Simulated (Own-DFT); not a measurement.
# How strain changes the stress of bcc W, 16 atoms (W16)

Calculated results; nothing here was measured. They come from Own-DFT, an in-house plane-wave density functional program, since retired, whose code no person has reviewed. Each row is one single-point run on a periodic cell that was not relaxed, without spin or spin-orbit coupling.

Settings of every run: PBE; PseudoDojo norm-conserving scalar-relativistic files; cutoff 50 hartree; 5 x 5 x 5 k mesh centred on Gamma; cold (Marzari-Vanderbilt) smearing of 0.2 eV.

Known limits: forces on such cells failed a check on a denser k mesh; stress not checked against mesh or cutoff.

Unstrained cell vectors in Å: (6.330, 0.000, 0.000); (0.000, 6.330, 0.000); (0.000, 0.000, 6.330). The unstrained cell has measured lattice constants (interpolated for alloys), not those of this functional. That, the random moves and any unrelaxed bonds set the pressure at no strain. Each run strains this cell uniformly, with the atoms carried along. Every atom was also moved at random, by a Gaussian of width 0.05 Å on each axis. Strain is the symmetric tensor, in per cent. Stress is positive in tension, and the pressure is minus a third of its trace.

| run | e_xx (%) | e_yy (%) | e_zz (%) | e_yz (%) | e_xz (%) | e_xy (%) | s_xx (GPa) | s_yy (GPa) | s_zz (GPa) | s_yz (GPa) | s_xz (GPa) | s_xy (GPa) | P (GPa) | E (meV/atom) |
|---|---|---|---|---|---|---|---|---|---|---|---|---|---|---|
| 1 | 1.45 | 0.15 | 0.01 | 1.29 | 0.14 | -1.92 | -1.42 | -4.50 | -5.34 | 3.86 | 0.81 | -5.56 | 3.76 | 34.6 |
| 2 | -0.73 | 0.28 | 0.19 | -0.42 | -0.76 | -1.47 | -10.91 | -8.35 | -8.39 | -1.85 | -2.34 | -4.85 | 9.22 | 23.0 |
| 3 | -1.69 | -1.99 | -1.02 | -1.59 | 0.24 | 0.08 | -25.65 | -26.03 | -22.90 | -6.09 | 1.23 | 0.48 | 24.86 | 79.5 |
| 4 | -1.01 | 1.16 | -1.98 | 0.81 | -1.17 | -0.96 | -15.42 | -8.36 | -18.82 | 2.42 | -4.07 | -3.10 | 14.20 | 39.0 |
| 5 | 0.89 | 1.84 | -0.83 | -1.45 | -1.92 | -1.75 | -2.65 | 0.33 | -7.34 | -5.44 | -6.16 | -6.06 | 3.22 | 42.8 |
| 6 | 0.26 | -0.05 | -1.40 | -1.06 | -0.08 | 0.29 | -9.23 | -10.14 | -15.11 | -3.33 | -0.18 | 1.13 | 11.50 | 8.6 |
| 7 | 1.26 | -0.09 | 1.41 | -0.11 | 1.82 | 1.66 | 0.89 | -2.86 | 0.73 | -0.91 | 5.18 | 5.01 | 0.41 | 20.3 |
| 8 | 0.80 | 1.69 | 1.47 | 0.78 | 1.04 | 0.41 | 2.64 | 5.34 | 4.95 | 2.28 | 2.53 | 0.95 | -4.31 | 1.8 |
| 9 | 1.57 | 1.56 | -1.31 | 0.70 | 1.03 | 1.82 | 1.18 | 0.81 | -7.84 | 1.40 | 2.72 | 5.35 | 1.95 | 2.7 |
| 10 | -0.13 | -1.18 | -0.18 | 0.55 | -0.47 | 1.89 | -11.49 | -15.74 | -12.54 | 2.39 | -2.10 | 5.98 | 13.26 | 43.2 |
| 11 | 0.68 | -0.76 | 1.56 | 1.18 | 1.71 | -1.97 | -2.41 | -7.40 | 0.29 | 4.04 | 5.69 | -5.83 | 3.17 | 7.2 |
| 12 | -0.73 | -1.31 | -0.51 | -1.04 | -0.45 | 1.23 | -16.54 | -19.14 | -15.96 | -3.22 | -1.30 | 4.11 | 17.21 | 59.4 |
| 13 | -0.01 | -0.17 | -0.38 | -0.62 | -0.69 | -1.92 | -9.78 | -10.20 | -11.25 | -2.36 | -2.32 | -6.22 | 10.41 | 43.6 |
| 14 | -0.09 | 1.27 | -1.39 | 0.09 | 1.77 | 1.40 | -8.02 | -4.09 | -12.33 | -0.33 | 5.43 | 4.38 | 8.15 | 0.0 |
| 15 | -1.75 | 0.82 | 1.43 | -0.62 | -0.87 | -0.70 | ? | ? | ? | ? | ? | ? | ? | ? |

E is the free energy for each atom above the lowest run shown.

## Worked fit

Each stress component was fitted by least squares to a constant and the strains of the runs shown, as fractions, with shears doubled. Shear strains stay in the fit of a normal stress only where such slopes are resolved. The slopes, in GPa:

```
stress,at no strain,per e_xx,per e_yy,per e_zz,scatter
s_xx,-8.5,535 ± 35,232 ± 27,213 ± 27,0.92
s_yy,-8.6,238 ± 27,541 ± 20,205 ± 21,0.70
s_zz,-8.6,224 ± 22,238 ± 17,526 ± 17,0.57
```

Each shear stress against twice its own strain: yz 176 ± 7, xz 167 ± 4, xy 154 ± 2 GPa. These are stiffnesses along x, y and z of the frame in which the cell vectors are given, which need not be the crystal's axes. The atoms are held to the strained lattice; where symmetry lets them move under strain, relaxing them would lower some slopes. The table should be nearly symmetric about its diagonal, and what it lacks of that shows the noise. A ninth of its sum, 328 ± 8 GPa, estimates the bulk modulus near the mean pressure of these runs, 8.4 GPa, so it lies above the value at zero pressure.

## Withheld run

Question: what normal stresses and pressure should run 15 give?

The fit gives s_xx = -12.9, s_yy = -5.4, s_zz = -3.0 and P = 7.1 GPa. The calculation gave -12.82, -3.78, -1.65 and P = 6.09 GPa.
